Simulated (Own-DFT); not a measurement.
# Response to strain: 4H SiC, 32 atoms (C16Si16)

All numbers below are calculated, not measured. They come from Own-DFT, an in-house plane-wave density functional program, since retired, whose code no person has reviewed. Each row is one single-point run on a periodic cell that was not relaxed, without spin or spin-orbit coupling.

Settings of every run: PBE; PseudoDojo norm-conserving scalar-relativistic files; cutoff 42 hartree; 5 x 5 x 3 k mesh centred on Gamma; Fermi-Dirac smearing of 0.1 eV.

Known limits: forces on such cells passed a denser k mesh, each cell not checked; stress not checked against mesh or cutoff.

Unstrained cell vectors in Å: (6.165, 0.000, 0.000); (-3.083, 5.339, 0.000); (0.000, 0.000, 10.068). The unstrained cell has measured lattice constants (interpolated for alloys), not those of this functional. That, the random moves and any unrelaxed bonds set the pressure at no strain. Each run strains this cell uniformly, with the atoms carried along. Every atom was also moved at random, by a Gaussian of width 0.05 Å on each axis. Strain is the symmetric tensor, in per cent. Stress is positive in tension, and the pressure is minus a third of its trace.

| run | e_xx (%) | e_yy (%) | e_zz (%) | e_yz (%) | e_xz (%) | e_xy (%) | s_xx (GPa) | s_yy (GPa) | s_zz (GPa) | s_yz (GPa) | s_xz (GPa) | s_xy (GPa) | P (GPa) | E (meV/atom) |
|---|---|---|---|---|---|---|---|---|---|---|---|---|---|---|
| 1 | -0.43 | -0.20 | 1.02 | -1.33 | 0.78 | -1.89 | -5.06 | -7.06 | -0.81 | -3.96 | 1.47 | -7.93 | 4.31 | 18.6 |
| 2 | -0.14 | 0.53 | -0.27 | 0.83 | 0.17 | -1.38 | -4.97 | -0.76 | -10.07 | 1.43 | 1.52 | -4.20 | 5.26 | 21.0 |
| 3 | -1.45 | 1.86 | -1.68 | -0.15 | -1.31 | -1.13 | -12.83 | 3.87 | -15.55 | -0.90 | -5.06 | -7.14 | 8.17 | 12.2 |
| 4 | 0.52 | 0.15 | 0.17 | 0.62 | -1.23 | 1.47 | -1.33 | -4.43 | -6.16 | 2.37 | -3.48 | 6.85 | 3.97 | 35.9 |
| 5 | 1.23 | -0.03 | 1.09 | -0.05 | -0.25 | -1.01 | 1.81 | -5.12 | 0.60 | 0.02 | 0.26 | -6.09 | 0.90 | 18.3 |
| 6 | 0.28 | 0.65 | -0.84 | -0.92 | 0.98 | -0.95 | -2.47 | -0.66 | -10.29 | -3.27 | 2.62 | -5.45 | 4.47 | 10.2 |
| 7 | 0.72 | -0.60 | -0.79 | -0.65 | -1.97 | 1.57 | -3.70 | -6.58 | -10.53 | -2.65 | -6.76 | 7.69 | 6.94 | 18.8 |
| 8 | 1.43 | -1.00 | 0.46 | 1.38 | 1.95 | -1.50 | 0.69 | -8.31 | -4.36 | 4.75 | 6.34 | -6.23 | 3.99 | 35.2 |
| 9 | 1.52 | -1.71 | 1.29 | 0.06 | -1.90 | 1.44 | 3.03 | -12.91 | 0.08 | 0.56 | -5.70 | 6.56 | 3.27 | 24.1 |
| 10 | -0.44 | 1.37 | -1.46 | -0.51 | -0.60 | -1.24 | -4.61 | -0.50 | -16.31 | -2.79 | -0.95 | -6.38 | 7.14 | 29.2 |
| 11 | 0.09 | -0.99 | 0.66 | -1.72 | 1.70 | 0.31 | -5.23 | -9.32 | -2.84 | -5.15 | 5.09 | 0.77 | 5.80 | 20.5 |
| 12 | -1.31 | -0.95 | -1.27 | 1.76 | 1.02 | 0.74 | -11.22 | -13.19 | -17.76 | 7.79 | 3.96 | 2.76 | 14.06 | 48.0 |
| 13 | -0.32 | -1.25 | -1.22 | -0.63 | -1.95 | 0.05 | -7.85 | -13.04 | -15.42 | -2.11 | -6.72 | 1.60 | 12.10 | 37.9 |
| 14 | 0.91 | 1.78 | 0.50 | 1.60 | -0.06 | 1.80 | 3.16 | 5.12 | -2.35 | 5.55 | 0.53 | 5.78 | -1.98 | 0.0 |
| 15 | 1.44 | 0.05 | -1.60 | 0.14 | 1.57 | 0.13 | 0.70 | -1.93 | -14.37 | -0.61 | 6.60 | 0.05 | 5.20 | 10.5 |
| 16 | -0.25 | -0.14 | -0.44 | -1.76 | 0.94 | -0.87 | ? | ? | ? | ? | ? | ? | ? | ? |

E is the free energy for each atom above the lowest run shown.

## Worked fit

Each stress component was fitted by least squares to a constant and the strains of the runs shown, as fractions, with shears doubled. Shear strains stay in the fit of a normal stress only where such slopes are resolved. The slopes, in GPa:

```
stress  at no strain  per e_xx  per e_yy  per e_zz  scatter
  s_xx          -4.3  454 ± 39  102 ± 31  100 ± 36     1.20
  s_yy          -5.3  151 ± 40  539 ± 32  -20 ± 37     1.22
  s_zz          -7.1  100 ± 36   79 ± 29  580 ± 33     1.10
```

Each shear stress against twice its own strain: yz 175 ± 7, xz 163 ± 8, xy 205 ± 15 GPa. These are stiffnesses along x, y and z of the frame in which the cell vectors are given, which need not be the crystal's axes. The atoms are held to the strained lattice; where symmetry lets them move under strain, relaxing them would lower some slopes. The table should be nearly symmetric about its diagonal, and what it lacks of that shows the noise. A ninth of its sum, 232 ± 7 GPa, estimates the bulk modulus near the mean pressure of these runs, 5.6 GPa, so it lies above the value at zero pressure.

## Withheld run

Question: what normal stresses and pressure should run 16 give?

The fit gives s_xx = -6.0, s_yy = -6.4, s_zz = -10.0 and P = 7.5 GPa. The calculation gave -4.59, -9.53, -9.62 and P = 7.91 GPa.
